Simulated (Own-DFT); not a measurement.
Si3N4 (beta silicon nitride, strained, atoms displaced) (calculated)

A calculation, not a measurement: plane-wave PBE density functional theory by an unreviewed code, no spin, of a simulated periodic cell, stress positive in tension, free energy of the whole cell less one offset for each atom, forces on such cells moved up to 12 meV/angstrom on a denser k mesh; offsets are fitted by least squares, one for each functional and potential file, so energies compare only between cells with the same atoms and settings and are not formation energies; the far tail of each file's local potential was reset to the Coulomb form; each entry is a single point on an unrelaxed cell, so the pressure reflects the starting lattice, mostly measured values (interpolated for alloys), from which strain is counted, and rises with the displacements; printed positions are rounded, which can move forces by about a meV/angstrom; the program, named Own-DFT, is a retired in-house code; no spin-orbit coupling; before rounding, a Quantum ESPRESSO 7.3.1 run of the same cell and cutoff gave forces within 1 meV/angstrom rms on each cell, which checks the program and not the settings. Program: Own-DFT development build.

```xyz
112
Lattice="15.1853 -0.2713 0.2863 -7.8276 13.4997 -0.2623 0.1095 -0.0526 5.7583" Properties=species:S:1:pos:R:3:force_x:R:1:force_y:R:1:force_z:R:1 formula=Si3N4 functional=PBE potential_files=PseudoDojo_norm-conserving,scalar-relativistic,standard_set wave_cutoff=42 occupations=Fermi-Dirac smearing_width=0.1 k_mesh=2_x_2_x_4_centred_on_Gamma free_energy_of_cell_above_offsets=-6.819 pressure=8.38 stress_xx=-7.85 stress_yy=-1.14 stress_zz=-16.16 stress_yz=-3.79 stress_xz=6.46 stress_xy=-6.75
Si    -1.7179     5.1623     0.6349      1.795     -0.651      0.093
Si     0.1034     2.7258     0.6206       1.33     -0.801        1.5
Si     1.3140     5.4331     0.6647      1.667      1.698      2.168
Si     5.4498     1.4325     2.2032     -3.176     -1.874        2.3
Si     3.5448     3.9383     2.1236      0.985     -2.617      3.163
Si     2.4031     1.1529     2.1162      0.437     -0.974      2.432
N      2.4151     0.1189     0.7634      -0.44      1.918     -0.852
N      6.1642     1.8575     0.7899     -0.649      0.025      -1.62
N      2.7273     4.4496     0.7689      0.158      0.112     -1.302
N      1.3249     6.4864     2.1219     -0.181     -6.582      0.521
N     -2.5159     4.5699     2.0492      5.306      3.066      0.728
N      0.9643     2.1335     2.1396       1.61     -1.292     -4.445
N      0.0611     4.4161     0.7241      -5.48     -0.184      -0.37
N      3.8087     2.1047     2.2221      0.413      2.076     -1.083
Si    -1.6478     5.0898     3.5922      2.595     -0.163     -3.623
Si     0.2557     2.6239     3.4786     -1.885     -0.083      4.203
Si     1.3721     5.4672     3.6277      0.428     -2.154     -2.172
Si     5.4692     1.4189     5.0596     -3.081     -2.041      2.001
Si     3.6420     3.8163     5.0937     -3.129       0.42     -1.776
Si     2.4923     1.0733     5.0630     -0.601      1.345      1.111
N      2.4837     0.1921     3.6865     -1.033     -2.434     -3.719
N      6.2311     1.8685     3.6946      1.893      1.073     -1.735
N      2.8162     4.3691     3.6214     -1.425      1.367      0.377
N      1.3112     6.3265     5.0588      0.415      3.163     -0.814
N     -2.4675     4.5709     4.9236      2.561      1.835      2.484
N      1.0545     2.1799     4.9992      0.759     -1.298     -0.565
N      0.0619     4.2784     3.5122     -2.366      4.162      0.483
N      3.8341     2.1702     4.9883      1.036     -1.838      1.323
Si    -5.6071    11.9483     0.4603      1.612     -1.015      0.906
Si    -3.7764     9.4771     0.5219      1.791      2.077      2.125
Si    -2.6485    12.2135     0.5221      1.143      1.087     -0.357
Si     1.4851     8.0406     2.0328     -0.553      7.993      0.308
Si    -0.4310    10.6570     2.0529      1.337     -2.015     -2.799
Si    -1.5732     7.8107     1.9808      1.454      6.275      5.314
N     -1.5295     6.9528     0.6835     -0.715     -5.139     -5.985
N      2.3171     8.6443     0.5769      0.873     -0.014      2.485
N     -1.2504    11.1896     0.6278      0.509     -0.196      -1.97
N     -2.5941    13.1450     1.9725       0.28      2.708     -1.009
N     -6.3716    11.4665     1.9582     -1.471     -0.523     -2.451
N     -2.9475     8.9926     2.0690      2.664     -2.473     -4.923
N     -3.9980    11.2424     0.4941     -1.745     -1.934      0.227
N     -0.1147     8.9616     2.0177     -0.763     -2.879       0.13
Si    -5.6251    11.9010     3.3171      4.514      1.438      3.879
Si    -3.7240     9.3246     3.4183     -0.922      3.591      3.113
Si    -2.6562    12.1763     3.3139      0.446      0.157      3.486
Si     1.5613     8.1825     4.9715     -1.624     -1.057      0.127
Si    -0.3150    10.6508     4.8778     -1.283     -1.136      0.583
Si    -1.3862     7.8005     4.8960     -1.154      2.154      0.793
N     -1.4212     6.8822     3.4598     -0.946     -2.382      0.196
N      2.2730     8.6163     3.5308      1.158     -0.074     -1.315
N     -1.2695    11.1164     3.3478      0.293      0.748      4.947
N     -2.5688    13.1799     4.8820      0.418     -0.032     -1.586
N     -6.3358    11.4714     4.8470     -1.352     -0.511     -2.143
N     -2.8427     8.9580     4.9028       1.44     -2.143      -1.39
N     -3.9749    11.1412     3.4248     -1.758     -0.716     -0.452
N     -0.0441     8.8401     4.9590     -0.366      1.151     -0.338
Si     5.8476     5.0107     0.7710      2.892      0.561      0.317
Si     7.6787     2.4642     0.8428      3.295      4.006      2.253
Si     8.9626     5.4555     0.8541     -2.062     -4.249      -2.28
Si    12.9475     1.3671     2.4260      0.029     -2.197     -0.554
Si    11.1640     3.7939     2.3792     -4.443     -3.096     -0.998
Si    10.0792     0.9756     2.2609     -2.389     -0.686      2.368
N      9.9030     0.1197     0.7993      0.261     -4.387      3.595
N     13.7101     1.7868     0.9572      1.403      0.543      0.526
N     10.2880     4.2631     0.8611     -1.365      1.857      3.896
N      8.9891     6.2841     2.2354     -0.343      1.943      3.296
N      5.1790     4.5289     2.2671     -1.106      0.169     -0.966
N      8.5905     2.0091     2.3284      0.024      0.074     -0.374
N      7.4623     4.3421     0.7735      1.218     -0.743      0.132
N     11.4126     1.9810     2.3913     -1.482      2.251     -0.191
Si     5.9730     5.0067     3.7145      1.386     -0.342     -2.099
Si     7.8296     2.5865     3.8079      0.923     -1.841     -1.574
Si     8.8828     5.3415     3.7558       2.49     -0.165     -1.285
Si    13.0593     1.2856     5.2803     -3.098     -0.962      0.303
Si    11.1389     3.7439     5.2764      0.237       -3.1     -2.887
Si    10.0200     1.0108     5.2508      2.189     -0.459     -3.705
N     10.0920    -0.0525     3.8135     -0.549      1.987     -1.487
N     13.7524     1.7101     3.8353      3.224      1.412     -0.278
N     10.4045     4.2858     3.8167     -2.121      1.211     -0.195
N      9.0074     6.3517     5.1423     -0.185     -1.719      0.866
N      5.1129     4.5488     5.0533      1.916      1.002      2.332
N      8.7045     2.0523     5.2392     -1.613      0.616     -1.885
N      7.5917     4.2453     3.7159     -1.361      2.153      0.161
N     11.4359     2.0195     5.2650     -0.155     -0.106     -0.008
Si     1.9864    11.7258     0.6840       1.56      1.793     -0.488
Si     3.9457     9.3837     0.7775     -1.603     -0.556     -1.893
Si     5.0403    12.1536     0.7799       0.33     -1.675     -2.911
Si     9.0393     8.0899     2.2229      3.606     -3.072      1.789
Si     7.2609    10.4911     2.2849     -0.147     -1.675     -3.093
Si     6.1378     7.6266     2.2525     -0.319      3.943     -1.165
N      6.1489     6.7898     0.8235     -1.074     -1.604     -2.871
N      9.8936     8.5146     0.8486     -0.613     -0.216     -0.918
N      6.4805    10.9754     0.7481     -2.848      1.702      2.948
N      4.9957    13.0187     2.1856      0.685      3.534     -0.789
N      1.1773    11.2631     2.0873       0.95      0.961      0.827
N      4.6624     8.7119     2.1648      1.552     -0.214      0.923
N      3.6632    11.0965     0.7395     -0.634     -0.115     -0.112
N      7.5902     8.6974     2.2260     -6.451      2.647      0.273
Si     2.0736    11.7442     3.5160     -0.893      0.531      0.327
Si     3.8737     9.3067     3.6358     -0.938      0.644     -2.119
Si     5.0208    12.0740     3.5261     -0.532     -0.092      3.889
Si     9.1408     8.0193     5.2200     -0.451      1.957     -3.198
Si     7.2500    10.5079     5.0585      1.711     -1.085     -0.086
Si     6.1580     7.6990     5.0812      0.355      1.853      1.149
N      6.1228     6.7558     3.6527       0.17     -2.164      1.585
N      9.9137     8.4002     3.6353     -0.349       0.09      2.548
N      6.4191    11.0278     3.6313     -0.271     -0.051      0.578
N      5.0725    13.0424     5.0507      0.622     -0.538     -0.149
N      1.2932    11.2934     5.0132     -1.116     -0.579     -1.782
N      4.7138     8.7689     4.9687      2.223     -0.822      2.518
N      3.6212    11.0736     3.5576      1.572     -2.088       0.17
N      7.5835     8.7958     5.0847     -1.535     -1.253      0.064
```

Units: wave_cutoff in hartree; smearing_width, free_energy_of_cell_above_offsets in eV; pressure, stress_xx, stress_yy, stress_zz, stress_yz, stress_xz, stress_xy in GPa; force_x, force_y, force_z in eV/Å.
